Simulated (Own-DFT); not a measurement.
# What a defect does to the pressure of its cell: C40 NbSi2

No measurement is shown. These are fixed-geometry runs of a retired plane-wave code named Own-DFT, which no person has reviewed; spin and spin-orbit coupling are neglected.

Method: PBE; PseudoDojo norm-conserving scalar-relativistic files; cutoff 42 hartree; 4 x 4 x 5 k mesh centred on Gamma; cold (Marzari-Vanderbilt) smearing of 0.2 eV.

Caveats: forces on such cells failed a check on a denser k mesh; stress not checked against mesh or cutoff.

All runs share one cell, with vectors in Å (0.000, 8.324, 0.000); (-9.613, 0.000, 0.000); (0.000, 0.000, 6.586) and a volume of 527.0 Å³. u is the rms random offset of the atoms per axis. The defect's site can differ from row to row.

| cell | formula | u (Å) | P (GPa) |
|---|---|---|---|
| no defect | Nb12Si24 | 0.0176 | 1.45 |
| no defect | Nb12Si24 | 0.0189 | 1.47 |
| no defect | Nb12Si24 | 0.0560 | 2.88 |
| one Si vacancy | Nb12Si23 | 0.0299 | 1.11 |
| one Si vacancy | Nb12Si23 | 0.0512 | 1.84 |
| one Si vacancy | Nb12Si23 | 0.0536 | 1.73 |
| two Nb on a Si site each | Nb14Si22 | 0.0285 | 7.28 |
| two Nb on a Si site each | Nb14Si22 | 0.0289 | 7.61 |
| two Nb on a Si site each | Nb14Si22 | 0.0504 | 8.38 |
| two Si on a Nb site each | Nb10Si26 | 0.0290 | 1.59 |
| two Si on a Nb site each | Nb10Si26 | 0.0320 | 1.46 |
| two Si on a Nb site each | Nb10Si26 | 0.0496 | 2.41 |
| two Nb vacancies | Nb10Si24 | 0.0297 | 0.10 |
| two Nb vacancies | Nb10Si24 | 0.0341 | 0.19 |
| two Nb vacancies | Nb10Si24 | 0.0502 | 1.14 |
| two Nb vacancies | Nb10Si24 | 0.0538 | ? |

## Fit

P = P0 + c u² + a shift for each defect gives P0 = 1.29 GPa, c = 512 ± 42 GPa/Å² and a scatter of 0.15 GPa. The shifts, and each times the cell's volume:

- two Nb on a Si site each: 5.75 ± 0.12 GPa, 18.9 eV (9.5 eV for each of its 2 sites)
- two Si on a Nb site each: -0.21 ± 0.12 GPa, -0.7 eV (-0.3 eV for each of its 2 sites) (not resolved)
- one Si vacancy: -0.82 ± 0.13 GPa, -2.7 eV
- two Nb vacancies: -1.59 ± 0.12 GPa, -5.2 eV (-2.6 eV for each of its 2 sites)

Positive is outwards. The product with the volume (160.2 GPa Å³ to the eV) is nearly free of the cell's size; divided by the bulk modulus at the cell's pressure it gives the volume that the defect adds. The atoms around the defects weren't relaxed, which would change these numbers.

## Check

Q: what pressure belongs in the blank (two Nb vacancies, u = 0.0538 Å)?

Estimate: 1.18 ± 0.18 GPa. DFT gave 0.84 GPa.
